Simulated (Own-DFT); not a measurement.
Si12O23 (quartz with two neutral oxygen vacancies, atoms displaced) (calculated)

All values are calculated (Own-DFT development build). A calculation, not a measurement: plane-wave PBE and HSE06 DFT by an unreviewed code, no spin, of a simulated cell at Gamma alone, so results move with cell size and shape, stress positive in tension, energies less offsets, not probed for a lower state with spin; oxygen file: force components 24 meV/angstrom off all-electron in a glass; k mesh not checked against a denser one; forces and stress are PBE's, HSE06 gives the energy alone, and its difference from PBE has offsets of its own; offsets are fitted by least squares, one for each functional and potential file, so energies compare only between cells with the same atoms and settings and are not formation energies; the far tail of each file's local potential was reset to the Coulomb form; each entry is a single point on an unrelaxed cell, so the pressure reflects the starting lattice, mostly measured values (interpolated for alloys), from which strain is counted, and rises with the displacements; printed positions are rounded, which can move forces by about a meV/angstrom; the program, named Own-DFT, is a retired in-house code; no spin-orbit coupling.

Settings shared by all entries: first functional PBE; second functional HSE06; exact exchange share 0.25; screening 0.11 1/bohr; exchange divergence Gygi-Baldereschi; potential files PseudoDojo norm-conserving, scalar-relativistic, made for PBE, standard set; wave cutoff 48 hartree; occupations fixed; k mesh 1 x 1 x 1 centred on Gamma.

(1) Si12O23 (quartz with two neutral oxygen vacancies, atoms displaced)

```
CELL_PARAMETERS angstrom
9.82680 0.00000 0.00000
-4.91340 8.51030 0.00000
0.00000 0.00000 10.81040
ATOMIC_POSITIONS crystal
Si 0.23710 0.00283 0.00191
Si 0.99494 0.23198 0.33307
Si 0.26867 0.26615 0.17074
O 0.21149 0.13783 0.06201
O 0.42404 0.29551 0.22859
O 0.37154 0.07760 0.39344
O 0.06867 0.36341 0.44646
O 0.13296 0.20254 0.27394
O 0.29639 0.43215 0.10495
Si 0.22989 0.99894 0.50198
Si 0.00099 0.23212 0.83769
Si 0.26685 0.26219 0.66599
O 0.20707 0.13319 0.55329
O 0.42487 0.29309 0.73039
O 0.36449 0.07641 0.88855
O 0.06722 0.36277 0.93626
O 0.12918 0.20086 0.77136
O 0.30054 0.43018 0.60383
Si 0.23202 0.50310 0.00261
Si 0.00388 0.73341 0.33681
Si 0.26449 0.76500 0.17024
O 0.20350 0.63132 0.06207
O 0.42325 0.78696 0.22660
O 0.36973 0.57697 0.39583
O 0.07035 0.86825 0.43893
O 0.13212 0.69987 0.27565
O 0.29936 0.93195 0.10502
Si 0.23307 0.50084 0.50243
Si 0.00144 0.73925 0.83363
Si 0.26867 0.76069 0.67050
O 0.20563 0.63257 0.56230
O 0.43072 0.79514 0.72391
O 0.36785 0.57569 0.89091
O 0.07246 0.86663 0.94682
O 0.13325 0.70314 0.77384
O 0.28884 0.92429 0.60135
Si 0.73385 0.99784 0.00235
Si 0.50307 0.23328 0.33307
Si 0.76379 0.26152 0.16738
O 0.92303 0.29498 0.22701
O 0.87105 0.07995 0.39209
O 0.57578 0.37115 0.44228
O 0.62820 0.20281 0.27582
O 0.79439 0.42901 0.10643
Si 0.73628 0.99510 0.50299
Si 0.50201 0.23241 0.83020
Si 0.76537 0.26168 0.66856
O 0.70737 0.12992 0.56519
O 0.92157 0.28668 0.72292
O 0.86403 0.07241 0.89058
O 0.58030 0.37275 0.93612
O 0.63412 0.20438 0.77269
O 0.79868 0.42694 0.60748
Si 0.73801 0.50156 0.99963
Si 0.49837 0.72866 0.32916
Si 0.76437 0.76720 0.16584
O 0.71113 0.63482 0.06193
O 0.91867 0.78934 0.22470
O 0.86433 0.57011 0.39164
O 0.57992 0.87036 0.43884
O 0.62520 0.70503 0.27223
O 0.79433 0.92491 0.10495
Si 0.73825 0.49536 0.50455
Si 0.50414 0.73478 0.83412
Si 0.77220 0.76144 0.66471
O 0.70497 0.63040 0.55703
O 0.92903 0.78874 0.72851
O 0.86567 0.57468 0.89070
O 0.63545 0.71141 0.77402
O 0.80026 0.93039 0.61081
```

```
PBE energy of cell above offsets : -21.425 eV
HSE06 less PBE above offsets     : 0.030 eV
PBE pressure                     : 7.41 GPa
PBE stress xx                    : -10.59 GPa
PBE stress yy                    : -5.62 GPa
PBE stress zz                    : -6.01 GPa
PBE stress yz                    : 0.78 GPa
PBE stress xz                    : -1.04 GPa
PBE stress xy                    : -0.07 GPa
```

Force:
| element | x (eV/Å) | y (eV/Å) | z (eV/Å) |
| --- | --- | --- | --- |
| Si | -0.277 | 0.568 | -0.991 |
| Si | 2.178 | 3.378 | -0.55 |
| Si | -2.568 | 0.937 | -1.555 |
| O | -0.209 | -0.341 | -0.573 |
| O | 3.12 | 0.512 | 1.346 |
| O | -1.37 | -2.163 | 1.238 |
| O | 0.017 | -0.105 | -0.903 |
| O | -1.218 | 0.247 | 0.517 |
| O | 0.551 | -1.17 | 1.041 |
| Si | 2.282 | 0.009 | -2.616 |
| Si | -1.073 | -0.454 | -3.852 |
| Si | -1.661 | 0.759 | -0.772 |
| O | -1.579 | 2.144 | 1.676 |
| O | 0.331 | 0.427 | -0.805 |
| O | -0.324 | -1.427 | 0.938 |
| O | 0.885 | 3.164 | 2.736 |
| O | 0.862 | 0.037 | -0.379 |
| O | 0.545 | -1.098 | 1.077 |
| Si | 1.139 | -1.735 | -2.217 |
| Si | -2.767 | -0.374 | -1.631 |
| Si | -0.322 | 0.657 | -1.442 |
| O | -1.344 | 1.433 | 0.514 |
| O | -0.215 | 0.829 | -0.653 |
| O | -1 | -1.643 | 0.745 |
| O | -0.383 | -0.1 | 0.054 |
| O | 0.079 | 0.156 | 0.108 |
| O | 1.051 | -1.364 | 1.465 |
| Si | 0.821 | -0.82 | -1.02 |
| Si | 2.351 | -1.293 | 2.411 |
| Si | -2.375 | 1.681 | -1.402 |
| O | -0.532 | 0.093 | -0.185 |
| O | 1.446 | 0.437 | 0.789 |
| O | -1.18 | -1.326 | 1.197 |
| O | -0.222 | -0.361 | -0.726 |
| O | -0.382 | 0.235 | 0.721 |
| O | 1.544 | -1.691 | 2.226 |
| Si | -3.069 | 0.567 | -1.307 |
| Si | -3.06 | 2.363 | 1.561 |
| Si | -1.309 | -1.388 | -2.483 |
| O | 1.987 | 0.647 | 0.927 |
| O | -1.586 | -3.929 | 2.121 |
| O | -0.371 | -1.44 | -0.912 |
| O | 3.165 | -0.234 | -1.752 |
| O | 0.866 | -1.133 | 1.027 |
| Si | 0.115 | 2.008 | -0.448 |
| Si | -0.224 | 1.711 | 1.432 |
| Si | -0.551 | 0.404 | -1.043 |
| O | -0.127 | -1.036 | -1.359 |
| O | 3.271 | 0.415 | 2.167 |
| O | -0.179 | -1.206 | 0.812 |
| O | -0.82 | -1.66 | -0.761 |
| O | -0.259 | -0.528 | 0.576 |
| O | 0.75 | -0.489 | 1.279 |
| Si | -0.339 | 0.582 | -0.11 |
| Si | -2.25 | 2.478 | 3.178 |
| Si | -0.758 | -1.896 | 0.808 |
| O | -0.615 | -0.357 | -0.663 |
| O | 3.483 | 0.146 | 2.389 |
| O | 0.516 | 0.124 | 0.189 |
| O | -0.95 | -1.91 | -1.347 |
| O | 4.389 | -0.374 | -2.35 |
| O | 0.373 | 0.896 | 0.493 |
| Si | -0.907 | 0.863 | -1.907 |
| Si | -0.694 | 2.867 | 1.555 |
| Si | -2.732 | 0.612 | 0.24 |
| O | 0.122 | 0.574 | 0.612 |
| O | -0.922 | 1.263 | -1.938 |
| O | 0.607 | 0.313 | -0.293 |
| O | 2.856 | -0.5 | -1.591 |
| O | 1.022 | -0.992 | 0.366 |

(2) Si12O23 (quartz with two neutral oxygen vacancies, atoms displaced)

```
CELL_PARAMETERS angstrom
9.82680 0.00000 0.00000
-4.91340 8.51030 0.00000
0.00000 0.00000 10.81040
ATOMIC_POSITIONS crystal
Si 0.23522 0.00744 0.00599
Si 0.99588 0.23066 0.33494
Si 0.26156 0.26343 0.16600
O 0.20805 0.13881 0.06174
O 0.43461 0.30082 0.22792
O 0.37092 0.07425 0.39793
O 0.07450 0.37174 0.44135
O 0.13360 0.20580 0.27270
O 0.29279 0.42574 0.10825
Si 0.23568 0.00200 0.50416
Si 0.00754 0.24066 0.83684
Si 0.26821 0.26805 0.66801
O 0.20242 0.13168 0.55671
O 0.42872 0.28708 0.72421
O 0.36446 0.07479 0.88805
O 0.06971 0.36954 0.94029
O 0.12916 0.20617 0.76704
O 0.29354 0.43041 0.61094
Si 0.23860 0.50230 0.00247
Si 0.99470 0.73516 0.33410
Si 0.26310 0.76443 0.16505
O 0.21243 0.63156 0.05967
O 0.42481 0.78990 0.22594
O 0.37481 0.57840 0.39204
O 0.06986 0.86355 0.44028
O 0.13176 0.70842 0.27277
O 0.29756 0.93189 0.10569
Si 0.23282 0.50136 0.49853
Si 0.99789 0.73498 0.83619
Si 0.26703 0.76224 0.66395
O 0.20439 0.63686 0.56060
O 0.42759 0.79041 0.72464
O 0.37360 0.57979 0.89100
O 0.07755 0.86844 0.93981
O 0.13496 0.70610 0.77390
O 0.29034 0.92937 0.60664
Si 0.73912 0.00005 0.99795
Si 0.49972 0.23178 0.33305
Si 0.76604 0.26717 0.16613
O 0.69908 0.12639 0.06232
O 0.92281 0.29324 0.22519
O 0.86596 0.07229 0.39384
O 0.57395 0.36799 0.43932
O 0.62987 0.20938 0.27834
O 0.79407 0.42843 0.10523
Si 0.73644 0.00201 0.49562
Si 0.49755 0.23040 0.83564
Si 0.76907 0.26992 0.66527
O 0.70868 0.13488 0.55887
O 0.92304 0.29265 0.72537
O 0.86096 0.06979 0.89122
O 0.57260 0.36882 0.93727
O 0.63460 0.20804 0.77536
O 0.79265 0.42674 0.60824
Si 0.73299 0.49989 0.99700
Si 0.49775 0.73473 0.33418
Si 0.76814 0.76813 0.16097
O 0.92898 0.79803 0.22442
O 0.86575 0.57159 0.39752
O 0.57539 0.86562 0.43663
O 0.63309 0.70668 0.27345
Si 0.74137 0.50662 0.49802
Si 0.49730 0.73552 0.83140
Si 0.77002 0.76676 0.66627
O 0.70606 0.63221 0.56451
O 0.92621 0.79401 0.72818
O 0.87383 0.57701 0.89527
O 0.57244 0.86304 0.93747
O 0.63035 0.70388 0.77533
O 0.79230 0.92723 0.60597
```

```
PBE stress yy : ?
PBE stress xx : ?
PBE stress zz : ?
```

Questions
1. Si12O23 (quartz with two neutral oxygen vacancies, atoms displaced) (entry 2): PBE stress yy?
2. Estimate the PBE stress xx of Si12O23 (quartz with two neutral oxygen vacancies, atoms displaced) (entry 2).
3. Give the missing PBE stress zz for Si12O23 (quartz with two neutral oxygen vacancies, atoms displaced) (entry 2).

## Answers
1. -7.88 GPa
2. -6.64 GPa
3. -6.82 GPa

Further results for Si12O23 (quartz with two neutral oxygen vacancies, atoms displaced) (entry 2):

```
PBE energy of cell above offsets : -21.356 eV
HSE06 less PBE above offsets     : 0.027 eV
PBE pressure                     : 7.12 GPa
PBE stress yz                    : 0 GPa
PBE stress xz                    : 0.38 GPa
PBE stress xy                    : -0.62 GPa
```

Force:
| element | x (eV/Å) | y (eV/Å) | z (eV/Å) |
| --- | --- | --- | --- |
| Si | 1.563 | -1.992 | -3.261 |
| Si | 0.59 | 2.336 | -0.844 |
| Si | 2.62 | 2.37 | 2.68 |
| O | -0.869 | -0.837 | -1.395 |
| O | -2.313 | -0.596 | -1.428 |
| O | -0.545 | -0.994 | -0.007 |
| O | -1.122 | -2.126 | -1.583 |
| O | -1.345 | -0.438 | 1.094 |
| O | 0.007 | 0.484 | -0.178 |
| Si | -0.634 | -0.738 | -2.602 |
| Si | -2.894 | -1.941 | -2.264 |
| Si | 0.729 | -0.705 | -1.585 |
| O | -1.115 | 1.993 | 1.292 |
| O | -1.028 | 0.518 | -0.58 |
| O | -1.709 | -2.654 | 2.652 |
| O | 0.882 | 1.353 | 1.46 |
| O | 0.415 | -0.404 | 1.01 |
| O | -0.393 | 0.614 | -0.817 |
| Si | 1.263 | -0.855 | -2.56 |
| Si | 1.149 | -0.017 | -0.461 |
| Si | 0.316 | 0.692 | 0.549 |
| O | -1.878 | 1.717 | 0.776 |
| O | -0.708 | 0.457 | -0.611 |
| O | -2.166 | -3.631 | 2.396 |
| O | 0.292 | 1.205 | 0.967 |
| O | -0.214 | -0.313 | -0.06 |
| O | 0.424 | -0.515 | 0.791 |
| Si | 2.187 | 1.498 | 0.914 |
| Si | 2.133 | 1.392 | -1.65 |
| Si | -1.749 | 2.644 | 2.283 |
| O | 0.496 | -2.258 | -2.542 |
| O | -0.973 | 0.845 | -1.515 |
| O | -2.033 | -3.965 | 2.401 |
| O | -0.261 | 1.012 | 1.045 |
| O | -0.342 | 0.141 | 0.055 |
| O | 1.904 | -1.752 | 2.127 |
| Si | -1.101 | -2.996 | 2.771 |
| Si | -2.605 | 1.851 | 1.995 |
| Si | -2.59 | -1.252 | 0.009 |
| O | 0.03 | 0.406 | 0.275 |
| O | 2.442 | -0.028 | 1.523 |
| O | 1.185 | 0.075 | -1.457 |
| O | 0.334 | 0.731 | 0.577 |
| O | 4.824 | -0.386 | -2.789 |
| O | 0.536 | -0.386 | 0.309 |
| Si | -1.357 | -1.21 | 2.893 |
| Si | 1.449 | 1.946 | -1.794 |
| Si | -1.717 | -2.033 | 0.585 |
| O | -0.163 | -0.037 | -0.412 |
| O | 3.054 | 0.246 | 1.853 |
| O | 2.309 | 2.264 | -1.978 |
| O | -0.669 | -0.37 | 0.196 |
| O | 0.706 | -0.094 | -0.351 |
| O | -0.45 | 1.752 | -0.894 |
| Si | -0.824 | 2.867 | 2.013 |
| Si | 1.608 | 1.411 | -2.138 |
| Si | -1.964 | -0.889 | -2.533 |
| O | 0.53 | 0.373 | 0.339 |
| O | 2.441 | 1.755 | -3.255 |
| O | -0.298 | 1.247 | 1.085 |
| O | 0.911 | 0.283 | -0.759 |
| Si | -3.191 | -3.483 | 2.886 |
| Si | 2.384 | 1.138 | -0.532 |
| Si | -2.871 | -0.037 | 1.08 |
| O | 0.049 | -0.368 | -1.005 |
| O | 1.248 | 0.499 | 0.42 |
| O | -0.663 | -2.106 | 0.549 |
| O | 0.017 | 1.701 | 1.408 |
| O | 1.568 | 0.365 | -1.18 |
| O | 0.157 | 0.222 | -0.236 |
